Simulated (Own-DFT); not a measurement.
# Which defects push the lattice out? C40 NbSi2

Calculated, not measured: single-point runs of Own-DFT, a retired in-house plane-wave DFT program that no person has reviewed, on unrelaxed cells, without spin or spin-orbit coupling.

Settings: PBE; PseudoDojo norm-conserving scalar-relativistic files; cutoff 42 hartree; 4 x 4 x 5 k mesh centred on Gamma; cold (Marzari-Vanderbilt) smearing of 0.2 eV.

Caveats: forces on such cells failed a check on a denser k mesh; stress not checked against mesh or cutoff.

All runs share one cell, with vectors in Å (0.000, 8.324, 0.000); (-9.613, 0.000, 0.000); (0.000, 0.000, 6.586) and a volume of 527.0 Å³. Atoms were moved at random from their sites; u is the rms move along one axis. The defect's site can differ from row to row.

| cell | formula | u (Å) | P (GPa) |
|---|---|---|---|
| no defect | Nb12Si24 | 0.0208 | 1.49 |
| no defect | Nb12Si24 | 0.0209 | 1.59 |
| no defect | Nb12Si24 | 0.0499 | 2.48 |
| two Nb on a Si site each | Nb14Si22 | 0.0271 | 7.59 |
| two Nb on a Si site each | Nb14Si22 | 0.0297 | ? |
| two Nb on a Si site each | Nb14Si22 | 0.0498 | 8.34 |
| two Nb on a Si site each | Nb14Si22 | 0.0509 | 8.61 |
| two Si on a Nb site each | Nb10Si26 | 0.0272 | 1.67 |
| two Si on a Nb site each | Nb10Si26 | 0.0310 | 1.53 |
| two Si on a Nb site each | Nb10Si26 | 0.0568 | 2.93 |
| one Si vacancy | Nb12Si23 | 0.0288 | 1.04 |
| one Si vacancy | Nb12Si23 | 0.0317 | 0.97 |
| one Si vacancy | Nb12Si23 | 0.0570 | 1.86 |
| two Nb vacancies | Nb10Si24 | 0.0283 | 0.04 |
| two Nb vacancies | Nb10Si24 | 0.0330 | -0.03 |
| two Nb vacancies | Nb10Si24 | 0.0541 | 1.28 |

## What the rows give

P = P0 + c u² + a shift for each defect gives P0 = 1.30 GPa, c = 493 ± 41 GPa/Å² and a scatter of 0.16 GPa. The shifts, and each times the cell's volume:

- two Nb on a Si site each: 5.93 ± 0.13 GPa, 19.5 eV (9.8 eV for each of its 2 sites)
- two Si on a Nb site each: -0.07 ± 0.13 GPa, -0.2 eV (-0.1 eV for each of its 2 sites) (not resolved)
- one Si vacancy: -0.84 ± 0.13 GPa, -2.8 eV
- two Nb vacancies: -1.66 ± 0.13 GPa, -5.5 eV (-2.7 eV for each of its 2 sites)

A positive shift means that the defect pushes the cell outwards. Shift times volume (160.2 GPa Å³ is 1 eV) depends little on the cell's size, so, taken for each site, it can be compared between cells at like pressure. The atoms around the defects weren't relaxed, which would change these numbers.

## Prediction

Q: what pressure belongs in the blank (two Nb on a Si site each, u = 0.0297 Å)?

Estimate: 7.66 ± 0.19 GPa. The calculation gave 7.62 GPa.
